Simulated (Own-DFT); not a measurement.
# How much smaller does PBEsol make it? wurtzite AlGaN with randomly placed atoms, 72 atoms (Al9Ga27N36)

Everything here is calculated. The program is Own-DFT (plane waves, in-house, since retired, never reviewed by a person); positions were held fixed, and spin and spin-orbit coupling were off.

Limits: forces on such cells passed a denser k mesh, each cell not checked; stress not checked against mesh or cutoff.

Each geometry was run with PBE and with PBEsol, otherwise alike: PseudoDojo norm-conserving scalar-relativistic files made for PBE; cutoff 42 hartree; 4 x 4 x 3 k mesh centred on Gamma; Fermi-Dirac smearing of 0.1 eV. Unstrained cell vectors in Å: (9.509, 0.000, 0.000); (-4.755, 8.235, 0.000); (0.000, 0.000, 10.268). Each has a uniform strain, of which the change of volume is shown, and random moves of rms u per axis. The random placing of the alloy's atoms differs from row to row.

| run | volume change (%) | u (Å) | P with PBE (GPa) | P with PBEsol (GPa) |
|---|---|---|---|---|
| 1 | -3.47 | 0.0503 | 15.98 | 10.77 |
| 2 | 5.58 | 0.0523 | -2.43 | -6.91 |
| 3 | -2.98 | 0.0505 | 13.82 | 8.68 |
| 4 | -1.00 | 0.0491 | 9.04 | 4.09 |
| 5 | 4.04 | 0.0521 | 0.18 | -4.38 |
| 6 | -1.49 | 0.0508 | 10.88 | 5.87 |
| 7 | 0.50 | 0.0468 | 6.37 | 1.52 |
| 8 | 2.01 | 0.0511 | 3.78 | -0.97 |
| 9 | -0.50 | 0.0507 | 8.54 | ? |

Q: by how much does PBEsol shrink this cell, and what belongs in the blank?

## Working it out

Write v for the change of volume as a fraction. Fitted to v and u², the PBE pressure has a slope of -203 ± 8 GPa in v, with the ions held to the strained lattice. The difference PBEsol less PBE is -4.90 + 8.0 v GPa (slope ± 0.3) and averages -4.87 GPa. Divided by the mean slope of the two, 199 GPa, that makes PBEsol's volume at a given pressure, near 5 GPa, about 2.4 % smaller, or 0.81 % in lengths. At one volume PBEsol's slope is the smaller by 8 GPa, but its pressure there is lower too. If stiffness rises by about 4 GPa for each GPa, PBEsol at equal pressure is stiffer by about 12 GPa. Files made for PBEsol would give a different shift.

For run 9 the line gives 3.60 GPa. The hidden result is 3.61 GPa.
